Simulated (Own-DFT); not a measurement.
# What a defect does to the pressure of its cell: zincblende GaAs

Calculated, not measured: single-point runs of Own-DFT, a retired in-house plane-wave DFT program that no person has reviewed, on unrelaxed cells, without spin or spin-orbit coupling.

Common settings: PBE; PseudoDojo norm-conserving scalar-relativistic files; cutoff 42 hartree; 3 x 3 x 3 k mesh centred on Gamma; Fermi-Dirac smearing of 0.1 eV.

Keep in mind (not all hold for every row): not probed for a lower state with spin; forces not confirmed at this smearing and k mesh; stress not checked against mesh or cutoff.

All runs share one cell, with vectors in Å (11.737, 0.000, 0.000); (0.000, 11.737, 0.000); (0.000, 0.000, 10.833) and a volume of 1492.4 Å³, strained against the parent crystal. The atoms are randomly displaced, by u rms on each axis. The defect's site can differ from row to row.

```
                             cell     formula   u (Å)  P (GPa)
                        no defect    As32Ga32  0.0315     1.29
                        no defect    As32Ga32  0.0482     1.57
                        no defect    As32Ga32  0.0490     1.54
              one P on an As site   As31Ga32P  0.0286     1.01
              one P on an As site   As31Ga32P  0.0294     0.99
              one P on an As site   As31Ga32P  0.0315     1.08
              one In on a Ga site  As32Ga31In  0.0481     2.06
              one In on a Ga site  As32Ga31In  0.0498     2.04
              one In on a Ga site  As32Ga31In  0.0515     2.21
              one In on a Ga site  As32Ga31In  0.0518        ?
              one Al on a Ga site  AlAs32Ga31  0.0304     1.25
              one Al on a Ga site  AlAs32Ga31  0.0318     1.24
              one Al on a Ga site  AlAs32Ga31  0.0532     1.58
one As vacancy and one Ga vacancy    As31Ga31  0.0285     0.92
one As vacancy and one Ga vacancy    As31Ga31  0.0493     1.13
one As vacancy and one Ga vacancy    As31Ga31  0.0515     1.18
```

## Worked fit

P = P0 + c u² + a shift for each defect gives P0 = 1.15 GPa, c = 169 ± 18 GPa/Å² and a scatter of 0.04 GPa. The shifts, and each times the cell's volume:

- one In on a Ga site: 0.53 ± 0.04 GPa, 5.0 eV
- one Al on a Ga site: -0.06 ± 0.04 GPa, -0.5 eV (not resolved)
- one P on an As site: -0.27 ± 0.04 GPa, -2.5 eV
- one As vacancy and one Ga vacancy: -0.40 ± 0.04 GPa, -3.8 eV

A positive shift means that the defect pushes the cell outwards. Shift times volume (160.2 GPa Å³ is 1 eV) depends little on the cell's size, so, taken for each site, it can be compared between cells at like pressure. The atoms around the defects weren't relaxed, which would change these numbers.

## Check

Question: what pressure belongs in the blank (one In on a Ga site, u = 0.0518 Å)?

The fit gives 2.14 ± 0.05 GPa. DFT gave 2.27 GPa.
